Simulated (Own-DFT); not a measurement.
## Calculated data, Al3GaN4 (wurtzite random alloy, strained, atoms displaced)

Computed with Own-DFT development build. A calculation, not a measurement: plane-wave PBE density functional theory by an unreviewed code, no spin, of a simulated periodic cell, stress positive in tension, free energy of the whole cell less one offset for each atom, forces on such cells passed a denser k mesh, this cell's mesh not checked; offsets are fitted by least squares, one for each functional and potential file, so energies compare only between cells with the same atoms and settings and are not formation energies; the far tail of each file's local potential was reset to the Coulomb form; each entry is a single point on an unrelaxed cell, so the pressure reflects the starting lattice, mostly measured values, from which strain is counted, and rises with the displacements; printed positions are rounded, which can move forces by about a meV/angstrom; the program is a retired in-house code; no spin-orbit coupling.

## Al3GaN4 (wurtzite random alloy, strained, atoms displaced)

```
CELL_PARAMETERS angstrom
9.29980 0.00000 0.00000
-4.64990 8.05390 0.00000
0.00000 0.00000 10.06550
ATOMIC_POSITIONS crystal
Al 0.11047 0.21186 0.99960
Al 0.22477 0.10925 0.25913
N 0.11570 0.21355 0.18794
N 0.22258 0.10294 0.44157
Al 0.10492 0.22326 0.48873
Al 0.23022 0.11159 0.75517
N 0.11106 0.21748 0.68993
N 0.22409 0.10348 0.94267
Ga 0.10228 0.55177 0.00904
Al 0.22719 0.45351 0.25267
N 0.11123 0.55537 0.18781
N 0.22778 0.44231 0.43463
Al 0.11857 0.55792 0.50484
Ga 0.22638 0.44266 0.75251
N 0.10209 0.54813 0.70537
N 0.21553 0.44176 0.94065
Ga 0.11616 0.89157 0.99376
Al 0.22376 0.77677 0.25593
N 0.10503 0.89405 0.19613
N 0.22254 0.78782 0.43215
Al 0.11564 0.88871 0.50831
Al 0.22409 0.77705 0.74697
N 0.09788 0.87857 0.69224
N 0.21164 0.77468 0.93930
Al 0.44572 0.21521 0.99748
Al 0.55332 0.11305 0.24906
N 0.44276 0.22963 0.19012
N 0.56399 0.11843 0.43836
Al 0.43665 0.21020 0.49301
Al 0.54967 0.09871 0.75888
N 0.44695 0.21711 0.68861
N 0.56459 0.11756 0.93681
Al 0.44522 0.55148 0.99583
Ga 0.55230 0.44719 0.24477
N 0.44533 0.56049 0.18570
N 0.54885 0.44437 0.44129
Al 0.43649 0.54746 0.50680
Al 0.55818 0.44654 0.76364
N 0.44903 0.55276 0.69388
N 0.56119 0.44803 0.94081
Al 0.44371 0.88896 0.99711
Al 0.56611 0.78018 0.24863
N 0.44392 0.88057 0.18993
N 0.54551 0.77247 0.43702
Ga 0.43993 0.88653 0.50687
Al 0.55715 0.78347 0.75381
N 0.43809 0.88721 0.68949
N 0.55463 0.76780 0.93782
Al 0.78285 0.21830 0.99369
Ga 0.89576 0.10902 0.25120
N 0.78103 0.22405 0.19842
N 0.88856 0.10872 0.45015
Al 0.77519 0.22078 0.48480
Ga 0.87694 0.10364 0.76291
N 0.78025 0.23829 0.68936
N 0.88384 0.11062 0.93284
Ga 0.78106 0.55948 0.99481
Al 0.88225 0.44654 0.24605
N 0.78038 0.55047 0.19289
N 0.88537 0.44176 0.44671
Al 0.77965 0.55465 0.49999
Al 0.88527 0.45155 0.75201
N 0.77554 0.55833 0.69550
N 0.89458 0.44403 0.93794
Ga 0.78047 0.88676 0.00087
Al 0.89648 0.78629 0.24507
N 0.77653 0.88917 0.18553
N 0.88739 0.78701 0.43991
Al 0.77940 0.89493 0.49442
Al 0.87299 0.76865 0.74421
N 0.77784 0.88330 0.69209
N 0.90437 0.77688 0.94259
```

* functional: PBE
* potential files: PseudoDojo norm-conserving, scalar-relativistic, standard set with the stringent files for Ga
* wave cutoff: 96 hartree
* occupations: Gaussian
* smearing width: 0.01 eV
* k mesh: 4 x 4 x 3 centred on Gamma
* free energy of cell above offsets: -20.770 eV
* pressure: 10.99 GPa
* stress xx: -12.61 GPa
* stress yy: -11.15 GPa
* stress zz: -9.22 GPa
* stress yz: -0.49 GPa
* stress xz: -0.02 GPa
* stress xy: -0.47 GPa

Force:
| element | x (eV/Å) | y (eV/Å) | z (eV/Å) |
| --- | --- | --- | --- |
| Al | -0.375 | 1.327 | -0.127 |
| Al | -0.017 | -0.096 | -1.175 |
| N | -0.2 | 1.773 | 0.293 |
| N | -1.362 | 0.692 | 0.012 |
| Al | 2.11 | -0.512 | 2.72 |
| Al | -1.326 | -0.493 | -1.587 |
| N | 0.403 | -0.501 | -0.635 |
| N | -0.062 | 3.164 | -1.188 |
| Ga | 1.522 | 0.718 | -2.005 |
| Al | 0.342 | -0.992 | -1.612 |
| N | -0.43 | 0.084 | 3.311 |
| N | -1.727 | 0.353 | 0.848 |
| Al | -1.308 | -0.557 | 0.138 |
| Ga | -0.927 | -0.892 | 0.071 |
| N | 1.106 | 2.066 | -3.026 |
| N | 1.828 | -0.929 | 1.378 |
| Ga | 0.253 | -0.594 | 2.752 |
| Al | -0.679 | 0.392 | -2.432 |
| N | 2.931 | -0.06 | -0.734 |
| N | 0.208 | -1.989 | 2.461 |
| Al | -2.028 | -0.212 | -0.657 |
| Al | -2.069 | -1.168 | 1.351 |
| N | 1.417 | 0.884 | 0.15 |
| N | 3.706 | 0.368 | -0.998 |
| Al | -0.512 | 1.296 | 0.924 |
| Al | 0.417 | -0.542 | -0.105 |
| N | 0.943 | -2.663 | -1.005 |
| N | -1.683 | -1.475 | -0.95 |
| Al | 0.891 | 2.383 | 1.643 |
| Al | 0.337 | 2.996 | -2.849 |
| N | -0.242 | 0.164 | 0.739 |
| N | -0.335 | -1.611 | 1.539 |
| Al | -1.379 | -0.367 | 0.826 |
| Ga | 0.506 | 0.792 | 1.555 |
| N | -0.604 | 0.362 | -0.544 |
| N | 0.977 | -0.557 | 0.403 |
| Al | 1.577 | 0.98 | -0.352 |
| Al | 0.191 | -1.179 | -3.224 |
| N | -0.058 | 1.308 | -0.243 |
| N | -1.167 | -1.747 | 0.883 |
| Al | -0.071 | -1.057 | 0.841 |
| Al | -1.892 | -0.755 | 0.432 |
| N | -0.501 | 1.455 | -0.545 |
| N | 1.461 | 0.068 | 0.432 |
| Ga | 0.737 | 0.932 | -2.167 |
| Al | 0.568 | -1.42 | -0.998 |
| N | 1.146 | -0.344 | 1.879 |
| N | -1.213 | 1.348 | -0.107 |
| Al | -1.019 | 1.74 | 1.616 |
| Ga | -0.752 | 0.497 | 0.329 |
| N | -0.587 | -0.308 | -1.693 |
| N | -0.748 | 0.71 | -1.72 |
| Al | 0.798 | 0.857 | 3.026 |
| Ga | 0.653 | 1.699 | -6.213 |
| N | -0.397 | -2.796 | -0.294 |
| N | 1.828 | -0.202 | 5.308 |
| Ga | 1.167 | -0.849 | 1.519 |
| Al | 2.386 | -0.662 | 1.647 |
| N | -1.481 | 2.379 | -0.776 |
| N | 1.256 | 1.411 | -1.457 |
| Al | -1.557 | 0.405 | 0.131 |
| Al | 0.457 | -0.98 | 0.062 |
| N | -0.409 | -1.219 | -1.039 |
| N | -1.807 | -1.663 | -0.06 |
| Ga | 0.293 | -0.497 | -0.929 |
| Al | -1.199 | -1.906 | 1.43 |
| N | 0.868 | -0.532 | 1.102 |
| N | 1.258 | -1.202 | -0.3 |
| Al | -0.671 | -2.049 | 1.648 |
| Al | 2.219 | 1.45 | 1.444 |
| N | -2.275 | 0.33 | -1.042 |
| N | -3.694 | 0.191 | -2.054 |
